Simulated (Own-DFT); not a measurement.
Simulation results for SiC (2H silicon carbide, atoms displaced)

All values are calculated (Own-DFT development build). A calculation, not a measurement: plane-wave PBE density functional theory by an unreviewed code, no spin, of a simulated periodic cell, stress positive in tension, free energy of the whole cell less one offset for each atom, forces on such cells passed a denser k mesh, this cell's mesh not checked; offsets are fitted by least squares, one for each functional and potential file, so energies compare only between cells with the same atoms and settings and are not formation energies; the far tail of each file's local potential was reset to the Coulomb form; each entry is a single point on an unrelaxed cell, so the pressure reflects the starting lattice, mostly measured values (interpolated for alloys), from which strain is counted, and rises with the displacements; printed positions are rounded, which can move forces by about a meV/angstrom; the program, named Own-DFT, is a retired in-house code; no spin-orbit coupling.

```cif
# cell vector a (Å): 9.2481 0.0000 0.0000
# cell vector b (Å): -4.6241 8.0091 0.0000
# cell vector c (Å): 0.0000 0.0000 10.0681
data_SiC
_symmetry_space_group_name_H-M 'P 1'
_symmetry_Int_Tables_number 1
_cell_length_a 9.2481
_cell_length_b 9.2481
_cell_length_c 10.0681
_cell_angle_alpha 90.000
_cell_angle_beta 90.000
_cell_angle_gamma 120.000
_cell_volume 745.73
loop_
_atom_site_label
_atom_site_type_symbol
_atom_site_fract_x
_atom_site_fract_y
_atom_site_fract_z
_atom_site_occupancy
Si1 Si 0.00233 0.00079 0.00218 1
Si2 Si 0.11093 0.22258 0.25133 1
C1 C 0.99505 0.00413 0.18865 1
C2 C 0.11081 0.22230 0.43595 1
Si3 Si 0.99630 0.99261 0.49826 1
Si4 Si 0.11254 0.21978 0.75627 1
C3 C 0.99394 0.99727 0.68772 1
C4 C 0.11371 0.22699 0.93383 1
Si5 Si 0.00287 0.33653 0.99408 1
Si6 Si 0.11438 0.55417 0.25163 1
C5 C 0.00199 0.32664 0.18671 1
C6 C 0.10723 0.55571 0.43709 1
Si7 Si 0.99907 0.33031 0.49418 1
Si8 Si 0.10748 0.55258 0.74817 1
C7 C 0.00540 0.33412 0.68959 1
C8 C 0.11271 0.55328 0.94458 1
Si9 Si 0.99767 0.66183 0.99755 1
Si10 Si 0.10902 0.88418 0.24994 1
C9 C 0.99951 0.66338 0.18535 1
C10 C 0.11577 0.88949 0.43872 1
Si11 Si 0.99601 0.66426 0.50065 1
Si12 Si 0.10880 0.88779 0.74460 1
C11 C 0.00064 0.66677 0.68680 1
C12 C 0.11138 0.89351 0.94111 1
Si13 Si 0.32948 0.99791 0.99931 1
Si14 Si 0.44304 0.22511 0.24968 1
C13 C 0.34007 0.99754 0.19037 1
C14 C 0.43894 0.21830 0.43377 1
Si15 Si 0.33452 0.99911 0.50765 1
Si16 Si 0.44506 0.22282 0.74950 1
C15 C 0.33227 0.00066 0.68121 1
C16 C 0.44364 0.22200 0.93472 1
Si17 Si 0.32804 0.32874 0.00314 1
Si18 Si 0.44813 0.56204 0.25019 1
C17 C 0.32742 0.32986 0.19452 1
C18 C 0.44259 0.55541 0.43851 1
Si19 Si 0.33305 0.33889 0.50206 1
Si20 Si 0.43986 0.55765 0.74905 1
C19 C 0.33510 0.33469 0.68425 1
C20 C 0.43986 0.55271 0.93236 1
Si21 Si 0.32950 0.66574 0.99706 1
Si22 Si 0.44779 0.89026 0.24842 1
C21 C 0.33217 0.66848 0.19254 1
C22 C 0.44354 0.88531 0.43633 1
Si23 Si 0.34077 0.67341 0.49908 1
Si24 Si 0.44796 0.89139 0.74522 1
C23 C 0.32960 0.66807 0.68580 1
C24 C 0.43873 0.88338 0.93251 1
Si25 Si 0.67135 0.00019 0.00500 1
Si26 Si 0.77822 0.22373 0.24576 1
C25 C 0.66306 0.99986 0.18914 1
C26 C 0.78105 0.22064 0.43712 1
Si27 Si 0.66647 0.00440 0.50241 1
Si28 Si 0.77178 0.21723 0.74759 1
C27 C 0.66989 0.99885 0.68970 1
C28 C 0.78070 0.22207 0.93584 1
Si29 Si 0.66715 0.33678 0.00425 1
Si30 Si 0.78263 0.56482 0.24997 1
C29 C 0.66045 0.33086 0.18507 1
C30 C 0.77850 0.55969 0.43769 1
Si31 Si 0.66825 0.33210 0.49886 1
Si32 Si 0.77813 0.55788 0.74947 1
C31 C 0.67698 0.33994 0.68430 1
C32 C 0.78283 0.55677 0.93579 1
Si33 Si 0.66108 0.65970 0.99855 1
Si34 Si 0.77596 0.88873 0.25338 1
C33 C 0.66229 0.65700 0.19072 1
C34 C 0.77926 0.89097 0.43787 1
Si35 Si 0.66592 0.66538 0.50444 1
Si36 Si 0.77594 0.89296 0.74667 1
C35 C 0.66282 0.66105 0.69009 1
C36 C 0.77791 0.89224 0.93999 1
_calc_functional 'PBE'
_calc_potential_files 'PseudoDojo norm-conserving, scalar-relativistic, standard set'
_calc_wave_cutoff 42  # hartree
_calc_occupations 'Fermi-Dirac'
_calc_smearing_width 0.1  # eV
_calc_hardware 'one NVIDIA H100'
_calc_k_mesh '4 x 4 x 3 centred on Gamma'
_calc_free_energy_of_cell_above_offsets '-10.128'  # eV
_calc_pressure 3.96  # GPa
_calc_stress_xx -3.62  # GPa
_calc_stress_yy -2.04  # GPa
_calc_stress_zz -6.22  # GPa
_calc_stress_yz 0.26  # GPa
_calc_stress_xz -0.16  # GPa
_calc_stress_xy 0.03  # GPa
_calc_wall_time 361.6  # s
```

Force:
```tsv
element	x (eV/Å)	y (eV/Å)	z (eV/Å)
Si	-1.122	0.313	-0.303
Si	-0.101	-0.564	0.347
C	1.364	-1.092	0.158
C	0.211	-0.485	0.655
Si	0.46	1.574	0.102
Si	-0.148	0.399	-2.547
C	0.832	0.335	-0.176
C	0.107	-1.06	1.791
Si	-0.156	-1.25	1.212
Si	-0.929	-0.468	-0.268
C	-1.214	1.318	-0.492
C	0.849	-0.02	0.332
Si	0.564	0.746	1.358
Si	0.365	0.288	0.458
C	-0.842	-0.918	-0.58
C	-1.003	0.647	-1.945
Si	0.381	1.268	0.515
Si	0.349	0.992	-0.144
C	0.058	0.21	0.227
C	-0.667	-0.66	0.107
Si	0.698	0.526	-0.455
Si	-0.049	0.296	1.113
C	-0.351	-0.081	0.415
C	0.249	-1.229	-1.155
Si	1.164	0.227	0.284
Si	0.291	-1.157	0.117
C	-2.031	0.61	-0.821
C	0.703	0.777	1.46
Si	-0.159	0.264	-3.765
Si	0.207	0.607	-0.724
C	0.395	0.206	2.928
C	0.072	0.046	0.858
Si	0.539	0.742	-0.343
Si	-0.733	-1.562	0.502
C	0.594	1.102	-1.5
C	0.525	0.711	-0.008
Si	0.331	-1.362	-1.057
Si	0.423	-0.645	-0.483
C	-0.246	-0.219	1.23
C	0.163	-0.095	1.554
Si	1.064	0.341	0.871
Si	-0.517	-0.383	0.678
C	0.857	-0.029	-1.349
C	0.176	1.572	0.532
Si	-1.263	-1.67	-0.003
Si	-0.832	-0.664	0.786
C	0.481	0.231	0.116
C	0.494	1.115	0.684
Si	-1.372	-0.013	-1.231
Si	0.001	-0.103	0.423
C	1.073	-0.025	0.131
C	-1.136	0.288	-0.431
Si	0.554	-0.923	-0.877
Si	1.452	1.511	0.591
C	-1.525	0.427	-1.074
C	-0.888	0.027	0.527
Si	0.397	-0.873	-1.715
Si	0.488	-2.06	0.235
C	0.867	1.141	1.225
C	-0.032	-0.684	0.027
Si	-0.652	0.195	-0.787
Si	0.5	-0.25	0.022
C	-1.233	-1.188	0.523
C	-1.146	-0.431	0.224
Si	0.188	1.132	-0.096
Si	-0.146	-0.186	-0.818
C	-0.384	2.05	-1.091
C	-0.677	-0.75	0.637
Si	-0.361	0.208	-0.821
Si	1.216	-1.58	1.523
C	-0.416	1.249	-0.015
C	0.628	-1.015	-0.403
```
